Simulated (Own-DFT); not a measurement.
Simulation results for Si$_{2}$SnGe$_{13}$ (diamond-structure random alloy, atoms displaced)

A calculation, not a measurement: plane-wave density functional theory by an unreviewed code, no spin, of a simulated periodic cell, stress positive in tension, run twice, with PBE and with PBEsol, both on files made for PBE, so the change isn't that of files made for PBEsol, forces on such cells moved up to 12 meV/angstrom on a denser k mesh; the far tail of each file's local potential was reset to the Coulomb form; each entry is a single point on an unrelaxed cell, so the pressure reflects the starting lattice, mostly measured values (interpolated for alloys), from which strain is counted, and rises with the displacements; printed positions are rounded, which can move forces by about a meV/angstrom; the program, named Own-DFT, is a retired in-house code; no spin-orbit coupling; stress was not checked against mesh or cutoff. Program: Own-DFT development build.

Settings shared by all entries: functional PBE, then PBEsol; potential files PseudoDojo norm-conserving, scalar-relativistic, standard set; wave cutoff 49 hartree; occupations Fermi-Dirac; smearing width 0.1 eV; k mesh 3 x 3 x 3 centred on Gamma.

(1) Si$_{2}$SnGe$_{13}$ (diamond-structure random alloy, atoms displaced)

```
Si2SnGe13
1.0
     11.3631     0.0000     0.0000
      0.0000    11.3631     0.0000
      0.0000     0.0000    11.3631
Sn Si Ge Si Ge Sn Ge Si Ge Sn Ge Sn Ge Si Ge Si Ge Si Ge Si Ge Si Ge
1 1 2 1 2 1 6 1 6 1 1 1 6 1 6 1 16 1 2 1 1 1 4
Direct
  0.01333 0.99530 0.98732
  0.99884 0.24404 0.25776
  0.25822 0.99447 0.24448
  0.25497 0.24024 0.01168
  0.12832 0.11675 0.12527
  0.11791 0.37956 0.36907
  0.36524 0.12377 0.38218
  0.37778 0.37436 0.13385
  0.99881 0.99857 0.51057
  0.00444 0.25913 0.75093
  0.24327 0.98668 0.74449
  0.24945 0.24968 0.50812
  0.14422 0.12407 0.61980
  0.11740 0.37706 0.87755
  0.37425 0.12132 0.88286
  0.37165 0.37045 0.63486
  0.01140 0.50643 0.98963
  0.99164 0.75794 0.23850
  0.25701 0.50778 0.25446
  0.25365 0.75488 0.99703
  0.12175 0.64058 0.12555
  0.12318 0.87772 0.37911
  0.38121 0.62420 0.37176
  0.37931 0.87966 0.11913
  0.00381 0.50415 0.49615
  0.99450 0.75880 0.77120
  0.24942 0.49235 0.75955
  0.25412 0.76726 0.50281
  0.11634 0.63299 0.62066
  0.12434 0.87250 0.87148
  0.36545 0.63248 0.87041
  0.37786 0.86506 0.62434
  0.49505 0.99749 0.00297
  0.50570 0.23903 0.24673
  0.73714 0.00771 0.25124
  0.74851 0.24445 0.99353
  0.63231 0.11862 0.12010
  0.62814 0.37668 0.38127
  0.87564 0.12245 0.36642
  0.87082 0.38255 0.12498
  0.50565 0.00344 0.50600
  0.50433 0.24842 0.74710
  0.74437 0.99503 0.75464
  0.73422 0.25348 0.49834
  0.63495 0.12798 0.62096
  0.62724 0.37406 0.86493
  0.87369 0.12798 0.87680
  0.88111 0.37637 0.61924
  0.49963 0.50797 0.00357
  0.49927 0.76310 0.25359
  0.74889 0.50113 0.25762
  0.74682 0.75613 0.00320
  0.62951 0.62413 0.13003
  0.62119 0.87446 0.38330
  0.87977 0.62013 0.37004
  0.87793 0.87447 0.11859
  0.48686 0.50605 0.49385
  0.49719 0.75137 0.74208
  0.74871 0.50271 0.76081
  0.74359 0.74559 0.50047
  0.62797 0.62591 0.62655
  0.63379 0.87771 0.87004
  0.88453 0.62530 0.86490
  0.88611 0.88472 0.63193
```

```
PBE pressure                                      : 5.37 GPa
PBE stress xx                                     : -5.24 GPa
PBE stress yy                                     : -5.51 GPa
PBE stress zz                                     : -5.36 GPa
PBE stress yz                                     : 0.74 GPa
PBE stress xz                                     : 0.05 GPa
PBE stress xy                                     : -0.52 GPa
PBEsol pressure                                   : 2.51 GPa
PBEsol stress xx                                  : -2.38 GPa
PBEsol stress yy                                  : -2.65 GPa
PBEsol stress zz                                  : -2.5 GPa
PBEsol stress yz                                  : 0.7 GPa
PBEsol stress xz                                  : 0.06 GPa
PBEsol stress xy                                  : -0.47 GPa
rms change of force components from PBE to PBEsol : 0.053 eV/Å
```

Force:
| force element | PBE force x (eV/Å) | PBE force y (eV/Å) | PBE force z (eV/Å) | PBEsol force x (eV/Å) | PBEsol force y (eV/Å) | PBEsol force z (eV/Å) |
| --- | --- | --- | --- | --- | --- | --- |
| Sn | -2.052 | 2.043 | 2.132 | -2.038 | 1.933 | 2.029 |
| Si | 0.469 | 0.535 | -1.884 | 0.428 | 0.552 | -1.807 |
| Ge | -1.782 | 2.471 | 1.299 | -1.704 | 2.378 | 1.294 |
| Ge | -1.398 | -0.089 | -1.415 | -1.345 | -0.035 | -1.357 |
| Si | 0.306 | 1.234 | 1.549 | 0.346 | 1.179 | 1.487 |
| Ge | 0.962 | -0.609 | 0.346 | 0.959 | -0.542 | 0.383 |
| Ge | 1.347 | -0.155 | -0.601 | 1.316 | -0.16 | -0.586 |
| Sn | 0.352 | 0.161 | -0.653 | 0.345 | 0.151 | -0.639 |
| Ge | 0.015 | 2.399 | -0.564 | 0.024 | 2.309 | -0.538 |
| Ge | -0.326 | -1.432 | -0.832 | -0.321 | -1.361 | -0.788 |
| Ge | 1.695 | 0.892 | 0.471 | 1.606 | 0.838 | 0.427 |
| Ge | 0.324 | 1.738 | -1.707 | 0.321 | 1.651 | -1.634 |
| Ge | -2.548 | -0.595 | 1.436 | -2.459 | -0.588 | 1.38 |
| Ge | 1.883 | -1.325 | 0.468 | 1.811 | -1.256 | 0.426 |
| Si | -0.1 | -0.078 | -1.133 | -0.095 | -0.076 | -1.098 |
| Ge | 0.456 | 0.625 | -0.76 | 0.433 | 0.594 | -0.736 |
| Ge | -1.295 | 0.596 | 1.886 | -1.258 | 0.581 | 1.804 |
| Ge | -0.226 | -1.393 | 1.589 | -0.186 | -1.329 | 1.491 |
| Ge | -2.185 | 0.548 | 0.018 | -2.101 | 0.53 | 0.031 |
| Ge | -1.171 | -1.129 | -0.895 | -1.187 | -1.054 | -0.833 |
| Ge | 0.883 | -1.255 | -0.373 | 0.852 | -1.198 | -0.378 |
| Sn | -0.682 | 0.232 | -1.546 | -0.642 | 0.229 | -1.494 |
| Ge | -1.056 | 2.24 | 0.058 | -1.014 | 2.157 | 0.055 |
| Sn | -0.661 | -1.909 | 0.689 | -0.644 | -1.848 | 0.681 |
| Ge | -0.68 | 0.107 | -0.106 | -0.627 | 0.067 | -0.073 |
| Ge | 0.502 | -0.24 | -3.27 | 0.487 | -0.23 | -3.161 |
| Ge | -0.503 | 1.276 | -0.735 | -0.521 | 1.183 | -0.728 |
| Ge | 0.274 | -3.53 | -0.048 | 0.267 | -3.406 | -0.032 |
| Ge | 1.094 | 0.272 | 1.195 | 1.057 | 0.256 | 1.15 |
| Ge | 2.938 | -1.737 | -0.981 | 2.837 | -1.693 | -0.964 |
| Si | 1.442 | -0.448 | -0.041 | 1.371 | -0.467 | -0.006 |
| Ge | 0.972 | 1.911 | 0.642 | 0.878 | 1.888 | 0.565 |
| Ge | 3.012 | 2.324 | -2.896 | 2.959 | 2.234 | -2.763 |
| Ge | 0.889 | -0.145 | 1.942 | 0.833 | -0.158 | 1.856 |
| Ge | 1.668 | -1.884 | 0.441 | 1.613 | -1.802 | 0.421 |
| Ge | 0.071 | 1.312 | 0.719 | 0.074 | 1.258 | 0.689 |
| Ge | -1.32 | 0.771 | -0.813 | -1.287 | 0.74 | -0.772 |
| Si | -1.743 | 0.383 | -1.062 | -1.707 | 0.374 | -1.046 |
| Ge | -0.648 | 0.111 | 1.549 | -0.679 | 0.066 | 1.527 |
| Ge | 0.804 | -0.868 | -0.277 | 0.746 | -0.822 | -0.281 |
| Ge | -1.076 | -0.039 | -0.027 | -1.04 | -0.043 | -0.038 |
| Ge | -0.55 | -0.875 | 0.409 | -0.5 | -0.802 | 0.364 |
| Ge | 1.783 | 1.802 | -1.337 | 1.739 | 1.746 | -1.286 |
| Ge | 2.819 | 0.275 | -0.456 | 2.759 | 0.211 | -0.382 |
| Ge | -1.047 | -0.919 | 1.317 | -1.029 | -0.883 | 1.266 |
| Ge | -0.792 | -0.001 | 1.69 | -0.75 | -0.008 | 1.625 |
| Ge | 0.035 | 0.133 | -1.496 | 0.02 | 0.129 | -1.446 |
| Ge | -1.089 | 0.172 | 0.28 | -1.039 | 0.168 | 0.282 |
| Ge | 0.282 | 0.413 | -1.581 | 0.299 | 0.381 | -1.486 |
| Ge | 1.187 | -2.206 | 0.478 | 1.151 | -2.146 | 0.477 |
| Ge | 0.169 | -0.287 | 0.171 | 0.166 | -0.274 | 0.089 |
| Ge | 0.711 | -1.199 | -0.523 | 0.698 | -1.14 | -0.497 |
| Ge | -0.56 | 0.808 | 0.089 | -0.545 | 0.78 | 0.08 |
| Ge | 0.707 | 0.241 | -0.021 | 0.629 | 0.276 | -0.061 |
| Si | -0.623 | 1.208 | 0.371 | -0.579 | 1.151 | 0.329 |
| Ge | -1.757 | 1.169 | 0.374 | -1.689 | 1.099 | 0.352 |
| Ge | 1.868 | -1.68 | 1.617 | 1.781 | -1.592 | 1.571 |
| Si | 0.616 | -0.77 | 1.412 | 0.636 | -0.725 | 1.343 |
| Ge | 0.961 | -0.032 | -1.88 | 0.93 | -0.031 | -1.82 |
| Si | 1.839 | 0.297 | -0.213 | 1.759 | 0.308 | -0.184 |
| Ge | -0.846 | -0.254 | -0.052 | -0.826 | -0.292 | -0.039 |
| Ge | -2.648 | -1.301 | 0.927 | -2.521 | -1.228 | 0.921 |
| Ge | -1.885 | -0.545 | 2.168 | -1.805 | -0.522 | 2.092 |
| Ge | -2.087 | -1.773 | 0.445 | -1.992 | -1.684 | 0.466 |

(2) Si$_{2}$SnGe$_{13}$ (diamond-structure random alloy, atoms displaced)

```
Si2SnGe13
1.0
     11.3631     0.0000     0.0000
      0.0000    11.3631     0.0000
      0.0000     0.0000    11.3631
Ge Si Ge Si Sn Ge Si Ge Sn Ge Si Ge Si Ge Sn Si Ge Sn Ge Si Ge Si Ge
5 1 4 1 1 2 1 1 1 19 1 3 1 4 1 1 2 1 2 1 2 1 8
Direct
  0.00652 1.00000 0.98697
  0.00204 0.25010 0.25484
  0.25183 0.00317 0.25418
  0.26511 0.24671 0.99370
  0.12592 0.12006 0.12791
  0.13280 0.37465 0.37506
  0.37565 0.12608 0.37207
  0.37813 0.36633 0.13335
  0.00108 0.00694 0.49448
  0.98326 0.24029 0.75079
  0.26238 0.01080 0.74766
  0.24675 0.24232 0.48887
  0.12629 0.13192 0.61579
  0.12741 0.35571 0.87247
  0.36862 0.11728 0.87177
  0.37573 0.38124 0.62163
  0.99226 0.48083 0.00873
  0.01004 0.73871 0.24128
  0.24543 0.51014 0.24485
  0.25290 0.75611 0.99857
  0.13263 0.62765 0.11680
  0.13363 0.85704 0.37508
  0.37029 0.61883 0.37206
  0.38144 0.87543 0.12878
  0.99145 0.49756 0.50193
  0.00235 0.74701 0.75665
  0.25913 0.49803 0.74141
  0.25380 0.75956 0.50501
  0.11675 0.61458 0.61549
  0.12150 0.86679 0.87819
  0.37277 0.62156 0.87395
  0.37670 0.87950 0.63096
  0.49624 0.99158 0.00389
  0.50709 0.24921 0.25475
  0.74342 0.98526 0.25262
  0.74552 0.24953 0.99448
  0.62144 0.13945 0.12569
  0.64062 0.36868 0.38115
  0.87874 0.13573 0.37613
  0.87246 0.37913 0.12740
  0.49527 0.00477 0.49332
  0.49843 0.25668 0.74670
  0.74552 0.00396 0.75586
  0.75723 0.26037 0.49537
  0.62770 0.11820 0.61789
  0.62514 0.37689 0.87438
  0.87127 0.12747 0.86620
  0.87147 0.37107 0.62155
  0.49232 0.49132 0.99666
  0.50979 0.75211 0.23846
  0.75057 0.48662 0.25566
  0.75139 0.74486 0.99648
  0.64359 0.60872 0.12156
  0.61405 0.87174 0.37582
  0.87140 0.61591 0.37726
  0.87197 0.87239 0.12751
  0.50512 0.50132 0.48667
  0.49467 0.75623 0.74361
  0.75193 0.49560 0.75266
  0.75128 0.74756 0.50213
  0.61502 0.61736 0.62171
  0.62016 0.87987 0.88502
  0.87381 0.63579 0.88310
  0.88271 0.89027 0.62163
```

```
PBE pressure                                      : 5.25 GPa
PBE stress xx                                     : -5.33 GPa
PBE stress yy                                     : -4.9 GPa
PBE stress zz                                     : -5.52 GPa
PBE stress yz                                     : 0.43 GPa
PBE stress xz                                     : 0.15 GPa
PBE stress xy                                     : 0.37 GPa
PBEsol pressure                                   : 2.4 GPa
PBEsol stress xx                                  : -2.47 GPa
PBEsol stress yy                                  : -2.07 GPa
PBEsol stress zz                                  : -2.66 GPa
PBEsol stress yz                                  : 0.42 GPa
PBEsol stress xz                                  : 0.15 GPa
PBEsol stress xy                                  : 0.35 GPa
rms change of force components from PBE to PBEsol : 0.053 eV/Å
```

Force:
| force element | PBE force x (eV/Å) | PBE force y (eV/Å) | PBE force z (eV/Å) | PBEsol force x (eV/Å) | PBEsol force y (eV/Å) | PBEsol force z (eV/Å) |
| --- | --- | --- | --- | --- | --- | --- |
| Ge | -1.6 | 0.423 | 1.309 | -1.486 | 0.388 | 1.267 |
| Ge | 0.607 | 0.757 | -0.785 | 0.549 | 0.697 | -0.775 |
| Ge | -0.21 | -1.198 | -0.304 | -0.195 | -1.152 | -0.301 |
| Ge | -1.019 | -0.662 | 0.976 | -1.028 | -0.598 | 0.981 |
| Ge | 0.128 | 0.657 | -0.778 | 0.132 | 0.628 | -0.744 |
| Si | -2.118 | 2.002 | -1.547 | -2.083 | 1.965 | -1.523 |
| Ge | 1.819 | -1.361 | -1.102 | 1.719 | -1.293 | -1.103 |
| Ge | -0.446 | 0.992 | -0.256 | -0.424 | 0.962 | -0.27 |
| Ge | 0.913 | -0.561 | -0.537 | 0.871 | -0.521 | -0.495 |
| Ge | 1.948 | 0.903 | -1.226 | 1.936 | 0.931 | -1.249 |
| Si | -2.328 | -1.055 | -0.426 | -2.339 | -1.097 | -0.499 |
| Sn | 1.29 | 2.189 | 0.968 | 1.293 | 2.067 | 0.982 |
| Ge | -1.614 | -2.2 | 2.85 | -1.597 | -2.123 | 2.72 |
| Ge | 0.26 | 0.651 | -0.898 | 0.25 | 0.619 | -0.854 |
| Si | 2.12 | 0.647 | 0.376 | 2.138 | 0.699 | 0.449 |
| Ge | 1.106 | -0.589 | -0.853 | 1.079 | -0.563 | -0.798 |
| Sn | 3.237 | 3.131 | -3.28 | 3.138 | 3.056 | -3.178 |
| Ge | -1.492 | 0.692 | 0.75 | -1.392 | 0.639 | 0.741 |
| Ge | 0.142 | -1.765 | 0.475 | 0.167 | -1.669 | 0.44 |
| Ge | 0.628 | -0.281 | 0.123 | 0.587 | -0.284 | 0.122 |
| Ge | -0.156 | -0.226 | -0.528 | -0.146 | -0.212 | -0.472 |
| Ge | -1.262 | 1.972 | -0.799 | -1.201 | 1.908 | -0.769 |
| Ge | 0.303 | 1.072 | 0.37 | 0.298 | 1.027 | 0.352 |
| Ge | -2.478 | 1.123 | -0.932 | -2.388 | 1.093 | -0.922 |
| Ge | 0.79 | -1.186 | -0.992 | 0.735 | -1.117 | -0.933 |
| Ge | -0.34 | -0.032 | -1.609 | -0.327 | -0.027 | -1.533 |
| Ge | -1.942 | 0.226 | 0.78 | -1.862 | 0.216 | 0.74 |
| Ge | 0.299 | -2.001 | 0.626 | 0.276 | -1.936 | 0.582 |
| Ge | 1.224 | 1.373 | 1.279 | 1.182 | 1.326 | 1.245 |
| Ge | 1.472 | 1.086 | -1.199 | 1.393 | 1.026 | -1.121 |
| Ge | 0.099 | 0.76 | -0.099 | 0.094 | 0.729 | -0.101 |
| Ge | -0.158 | 1.3 | -0.992 | -0.143 | 1.184 | -0.964 |
| Ge | -0.071 | 2.607 | -0.042 | -0.067 | 2.45 | -0.04 |
| Ge | 0.085 | 0.222 | 0.41 | 0.034 | 0.251 | 0.427 |
| Ge | 0.373 | 1.995 | -0.4 | 0.327 | 1.926 | -0.333 |
| Ge | 1.723 | -1.238 | 1.585 | 1.665 | -1.124 | 1.529 |
| Si | 0.573 | -2.331 | -0.421 | 0.557 | -2.277 | -0.409 |
| Ge | -2.617 | 0.814 | -0.995 | -2.519 | 0.799 | -0.968 |
| Ge | -0.8 | -1.479 | -0.554 | -0.75 | -1.412 | -0.517 |
| Ge | -2.611 | -4.038 | 2.772 | -2.542 | -3.913 | 2.706 |
| Si | 0.349 | -0.673 | 0.584 | 0.344 | -0.661 | 0.567 |
| Ge | -0.951 | -2.193 | -0.931 | -0.9 | -2.085 | -0.928 |
| Ge | 0.243 | -0.558 | -0.432 | 0.204 | -0.556 | -0.462 |
| Ge | 0.012 | -2.618 | 1.371 | 0.025 | -2.519 | 1.317 |
| Ge | -0.57 | 1.081 | -0.068 | -0.52 | 1.075 | -0.023 |
| Sn | -0.495 | -0.264 | -0.237 | -0.483 | -0.26 | -0.232 |
| Si | -0.621 | -1.124 | 1.858 | -0.609 | -1.101 | 1.814 |
| Ge | 0.511 | 0.762 | 1.248 | 0.486 | 0.737 | 1.198 |
| Ge | -0.134 | 1.564 | 1.907 | -0.144 | 1.487 | 1.818 |
| Sn | 0.191 | -3.279 | 0.016 | 0.149 | -3.123 | 0.056 |
| Ge | 0.199 | 1.248 | -0.527 | 0.237 | 1.165 | -0.475 |
| Ge | -0.884 | 1.155 | 1.654 | -0.836 | 1.109 | 1.538 |
| Si | -1.164 | 0.065 | -0.644 | -1.135 | 0.06 | -0.636 |
| Ge | 1.446 | 1.14 | 2.195 | 1.443 | 1.082 | 2.074 |
| Ge | 0.264 | 0.975 | -0.727 | 0.255 | 0.919 | -0.686 |
| Si | 0.811 | -0.113 | -0.665 | 0.79 | -0.118 | -0.65 |
| Ge | -0.509 | -0.761 | 0.383 | -0.492 | -0.729 | 0.392 |
| Ge | 1.058 | -1.059 | 1.245 | 1.008 | -1.027 | 1.197 |
| Ge | 1.058 | 2.128 | -1.345 | 1.011 | 2.048 | -1.309 |
| Ge | -0.242 | 0.487 | 0.308 | -0.247 | 0.46 | 0.281 |
| Ge | 1.115 | 0.762 | 0.572 | 1.08 | 0.737 | 0.538 |
| Ge | 0.576 | -1.089 | -1.179 | 0.548 | -1.049 | -1.137 |
| Ge | 0.607 | -1.657 | -1.624 | 0.576 | -1.593 | -1.571 |
| Ge | -0.742 | -1.371 | 0.94 | -0.72 | -1.323 | 0.907 |

(3) Si$_{2}$SnGe$_{13}$ (diamond-structure random alloy, atoms displaced)

```
Si2SnGe13
1.0
     11.3631     0.0000     0.0000
      0.0000    11.3631     0.0000
      0.0000     0.0000    11.3631
Ge Sn Ge Sn Ge Si Ge Si Ge Si Ge Si Ge Si Ge Si Ge Si Ge Sn Si Ge
7 1 1 1 15 1 1 1 3 1 3 1 6 1 3 1 2 1 6 2 1 5
Direct
  0.98783 0.01101 0.98523
  0.98938 0.23834 0.24311
  0.25116 0.99732 0.24497
  0.25909 0.25237 0.00092
  0.12789 0.11818 0.13229
  0.13272 0.37341 0.37961
  0.37308 0.12483 0.37773
  0.38010 0.36824 0.12723
  0.99005 0.00945 0.50240
  0.99857 0.25553 0.74546
  0.25129 0.00268 0.74807
  0.24820 0.24562 0.50184
  0.13437 0.12151 0.62479
  0.12599 0.37976 0.86090
  0.38129 0.11633 0.87739
  0.37433 0.36676 0.62662
  0.00377 0.49535 0.99564
  0.99790 0.75925 0.25285
  0.25331 0.49336 0.25062
  0.24716 0.75061 0.00259
  0.12002 0.61685 0.12608
  0.12152 0.86486 0.37766
  0.37560 0.61629 0.37242
  0.37194 0.88115 0.11679
  0.99942 0.49341 0.49931
  0.00387 0.74909 0.75281
  0.24933 0.50255 0.74665
  0.24337 0.75146 0.50543
  0.11658 0.62275 0.62602
  0.12020 0.88256 0.87032
  0.38496 0.63189 0.87739
  0.38114 0.87153 0.62623
  0.51371 0.99976 0.00076
  0.50113 0.25453 0.26573
  0.76206 0.98870 0.25011
  0.75326 0.25645 0.00511
  0.62734 0.13355 0.13526
  0.61700 0.37220 0.38500
  0.87490 0.12438 0.37864
  0.86254 0.36889 0.12446
  0.49736 0.01071 0.49707
  0.49016 0.25098 0.73449
  0.74228 0.01353 0.75691
  0.75847 0.25106 0.50555
  0.62655 0.12483 0.62714
  0.62340 0.36544 0.87774
  0.86630 0.12710 0.87652
  0.87469 0.38451 0.61688
  0.50173 0.49020 0.01182
  0.50862 0.74783 0.23761
  0.75075 0.49579 0.26469
  0.75539 0.76088 0.00797
  0.62276 0.62455 0.13479
  0.61955 0.88229 0.38615
  0.86452 0.62508 0.37676
  0.87318 0.87582 0.12569
  0.49904 0.50935 0.50034
  0.49276 0.76297 0.75169
  0.73773 0.48995 0.74431
  0.76030 0.75132 0.50436
  0.61725 0.61235 0.61679
  0.63231 0.87197 0.87945
  0.87638 0.62758 0.87438
  0.87845 0.87445 0.62159
```

```
PBE pressure                                      : 5.28 GPa
PBE stress xx                                     : -5.29 GPa
PBE stress yy                                     : -5.14 GPa
PBE stress zz                                     : -5.4 GPa
PBE stress yz                                     : -0.3 GPa
PBE stress xz                                     : -1.72 GPa
PBE stress xy                                     : -0.05 GPa
PBEsol pressure                                   : 2.43 GPa
PBEsol stress xx                                  : -2.44 GPa
PBEsol stress yy                                  : -2.3 GPa
PBEsol stress zz                                  : -2.56 GPa
PBEsol stress yz                                  : -0.28 GPa
PBEsol stress xz                                  : -1.66 GPa
PBEsol stress xy                                  : -0.06 GPa
rms change of force components from PBE to PBEsol : 0.05 eV/Å
```

Force:
| force element | PBE force x (eV/Å) | PBE force y (eV/Å) | PBE force z (eV/Å) | PBEsol force x (eV/Å) | PBEsol force y (eV/Å) | PBEsol force z (eV/Å) |
| --- | --- | --- | --- | --- | --- | --- |
| Ge | 1.151 | -1.019 | 1.648 | 1.17 | -1.046 | 1.638 |
| Ge | 1.046 | 1.052 | 0.648 | 1.004 | 0.999 | 0.632 |
| Ge | 0.091 | -0.686 | 1.432 | 0.085 | -0.649 | 1.362 |
| Ge | -2.283 | -1.821 | -1.838 | -2.194 | -1.774 | -1.778 |
| Ge | -0.737 | 0.862 | -1.813 | -0.718 | 0.837 | -1.741 |
| Ge | -1.25 | -0.555 | -0.9 | -1.198 | -0.532 | -0.857 |
| Ge | -0.642 | 0.18 | -0.729 | -0.606 | 0.19 | -0.691 |
| Sn | -0.456 | -0.289 | 1.273 | -0.442 | -0.273 | 1.243 |
| Ge | 1.867 | -1.105 | 0.103 | 1.796 | -1.073 | 0.095 |
| Sn | -0.788 | -1.509 | -0.207 | -0.715 | -1.416 | -0.239 |
| Ge | 0.875 | -1.032 | 0.126 | 0.817 | -0.962 | 0.151 |
| Ge | 0.427 | 0.201 | -0.118 | 0.421 | 0.193 | -0.112 |
| Ge | -0.931 | -0.323 | -0.532 | -0.898 | -0.303 | -0.516 |
| Ge | 1.41 | 0.355 | 2.444 | 1.362 | 0.362 | 2.362 |
| Ge | -0.064 | 0.776 | -0.357 | -0.071 | 0.756 | -0.355 |
| Ge | -1.777 | 1.553 | -0.868 | -1.718 | 1.486 | -0.831 |
| Ge | -0.824 | -0.193 | 0.19 | -0.785 | -0.167 | 0.176 |
| Ge | -0.416 | -1.924 | -0.677 | -0.404 | -1.851 | -0.651 |
| Ge | -1.261 | 1.167 | 0.567 | -1.212 | 1.129 | 0.568 |
| Ge | -0.426 | -0.152 | -0.44 | -0.393 | -0.134 | -0.427 |
| Ge | 0.252 | 0.781 | 0.486 | 0.251 | 0.753 | 0.457 |
| Ge | 0.544 | 1.799 | 0.692 | 0.474 | 1.764 | 0.618 |
| Ge | -1.707 | 3.238 | -1.72 | -1.656 | 3.067 | -1.67 |
| Ge | 1.179 | -0.782 | 0.36 | 1.111 | -0.736 | 0.324 |
| Ge | 0.43 | 1.381 | -1.068 | 0.412 | 1.332 | -1.011 |
| Si | -0.511 | 0.357 | -0.279 | -0.495 | 0.348 | -0.27 |
| Ge | 0.992 | 0.566 | 0.068 | 0.938 | 0.528 | 0.065 |
| Si | 1.046 | -0.657 | -0.068 | 0.982 | -0.68 | -0.096 |
| Ge | 0.468 | 0.508 | -0.152 | 0.458 | 0.419 | -0.147 |
| Ge | 0.113 | -0.689 | 0.213 | 0.136 | -0.632 | 0.229 |
| Ge | -1.86 | -2.205 | 1.58 | -1.82 | -2.127 | 1.529 |
| Si | -3.073 | 2.672 | -2.895 | -2.984 | 2.664 | -2.81 |
| Ge | -0.395 | 0.388 | 0.479 | -0.404 | 0.371 | 0.453 |
| Ge | 0.481 | -1.698 | -0.139 | 0.469 | -1.642 | -0.131 |
| Ge | -1.95 | 1.571 | 1.234 | -1.879 | 1.528 | 1.198 |
| Si | -1.224 | -1.745 | -1.115 | -1.238 | -1.67 | -1.05 |
| Ge | 0.676 | -0.533 | -0.203 | 0.629 | -0.545 | -0.178 |
| Ge | 2.267 | -0.665 | -0.203 | 2.197 | -0.646 | -0.21 |
| Ge | -0.741 | 0.132 | -0.743 | -0.702 | 0.12 | -0.719 |
| Ge | 1.609 | 1.453 | 0.612 | 1.604 | 1.434 | 0.652 |
| Ge | -0.097 | -0.991 | 1.299 | -0.058 | -0.929 | 1.225 |
| Ge | 1.586 | -1.526 | 2.594 | 1.536 | -1.479 | 2.503 |
| Si | 0.756 | -1.56 | -0.089 | 0.685 | -1.567 | -0.133 |
| Ge | -1.121 | -0.231 | -0.553 | -1.088 | -0.217 | -0.538 |
| Ge | -0.03 | 0.484 | -0.318 | -0.082 | 0.517 | -0.349 |
| Ge | -0.128 | 0.205 | -0.518 | -0.182 | 0.205 | -0.5 |
| Si | -1.056 | 1.067 | -0.118 | -0.954 | 1.048 | -0.102 |
| Ge | -1.309 | 0.147 | 0.842 | -1.23 | 0.1 | 0.767 |
| Ge | 1.834 | 2.535 | -2.403 | 1.784 | 2.461 | -2.327 |
| Si | -1.918 | 1.524 | 2.03 | -1.873 | 1.49 | 1.983 |
| Ge | -1.021 | -0.463 | -1.16 | -0.995 | -0.435 | -1.119 |
| Ge | -0.68 | -2.266 | -0.563 | -0.656 | -2.175 | -0.547 |
| Ge | 1.535 | -0.834 | -1.125 | 1.521 | -0.861 | -1.122 |
| Ge | 0.827 | -1.424 | -1.464 | 0.834 | -1.353 | -1.4 |
| Ge | 1.977 | 0.272 | -0.017 | 1.898 | 0.26 | -0.005 |
| Ge | 1.875 | 0.58 | -0.671 | 1.789 | 0.559 | -0.636 |
| Sn | -2.515 | -3.309 | -0.99 | -2.438 | -3.228 | -0.98 |
| Sn | 2.799 | -1.778 | 0.069 | 2.774 | -1.796 | 0.158 |
| Si | 0.678 | 0.872 | 0.58 | 0.657 | 0.847 | 0.557 |
| Ge | -2.128 | -0.215 | 0.045 | -2.05 | -0.206 | 0.026 |
| Ge | 4.241 | 3.741 | 3.82 | 4.095 | 3.648 | 3.676 |
| Ge | 0.919 | 1.469 | 0.017 | 0.856 | 1.411 | 0.068 |
| Ge | -0.65 | -0.356 | -0.354 | -0.618 | -0.348 | -0.286 |
| Ge | 0.017 | 0.648 | 1.957 | 0.014 | 0.626 | 1.82 |
